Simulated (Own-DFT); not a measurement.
# What a change of functional does to the pressure

These are calculations, not measurements. The program, named Own-DFT, is a retired in-house plane-wave density functional code that no person has reviewed. Each row is one single-point run on a periodic cell that was not relaxed, without spin or spin-orbit coupling.

Known limits, some of them of some rows only: forces on such cells failed a check on a denser k mesh; forces on such cells moved up to 12 meV/angstrom on a denser k mesh; forces on such cells passed a denser k mesh, each cell not checked; stress not checked against mesh or cutoff.

Each cell was run twice at the same cutoff, k mesh and smearing, with PBE and with PBEsol, on PseudoDojo norm-conserving files made for PBE. Atoms were moved at random from their sites; u is the rms move along one axis. Files made for PBEsol would give a somewhat different change.

```
                                              cell  atoms  volume (Å³/atom)  u (Å)  cutoff (hartree)  P with PBE (GPa)  P with PBEsol (GPa)  change (GPa)
C40 NbSi2 with two Si on a Nb site each (Nb10Si26)     36             14.64  0.051                42              2.82                -0.54         -3.35
C40 NbSi2 with two Si on a Nb site each (Nb10Si26)     36             14.64  0.046                42              2.22                -1.13         -3.36
C40 NbSi2 with two Si on a Nb site each (Nb10Si26)     36             14.64  0.031                42              1.69                -1.66         -3.35
                            D0_22 TiAl3 (Al30Ti10)     40             15.32  0.056                42              5.45                 3.50         -1.95
                            D0_22 TiAl3 (Al30Ti10)     40             15.79  0.048                42              1.59                -0.29         -1.88
                            D0_22 TiAl3 (Al30Ti10)     40             15.63  0.162                42              9.50                 7.59         -1.91
                              L1_0 TiAl (Al16Ti16)     32             16.06  0.021                42              1.20                -1.64         -2.84
                              L1_0 TiAl (Al16Ti16)     32             15.40  0.053                42              7.47                 4.44         -3.04
                              L1_0 TiAl (Al16Ti16)     32             16.06  0.043                42              1.51                    ?             ?
                              beta-Si3N4 (N64Si48)    112             10.31  0.047                42             10.57                 8.14         -2.43
                              beta-Si3N4 (N24Si18)     42             10.41  0.018                42              5.45                 3.04         -2.41
                              beta-Si3N4 (N24Si18)     42             10.41  0.021                42              5.44                 3.03         -2.41
```

## Worked reading

Mean change of pressure by composition, in GPa: Nb5Si13, -3.35; AlTi, -2.94; N4Si3, -2.42; Al3Ti, -1.92. At a fixed cell PBEsol gives the lower pressure, because it favours a smaller volume than PBE. Here the change varies more between materials than between cells of one material.

## Withheld value

Question: what PBEsol pressure should the Al16Ti16 cell with the blank give?

Adding the mean change of the cells with its composition, -2.94 GPa, to 1.51 gives -1.4 GPa. The calculation gave -1.33 GPa.
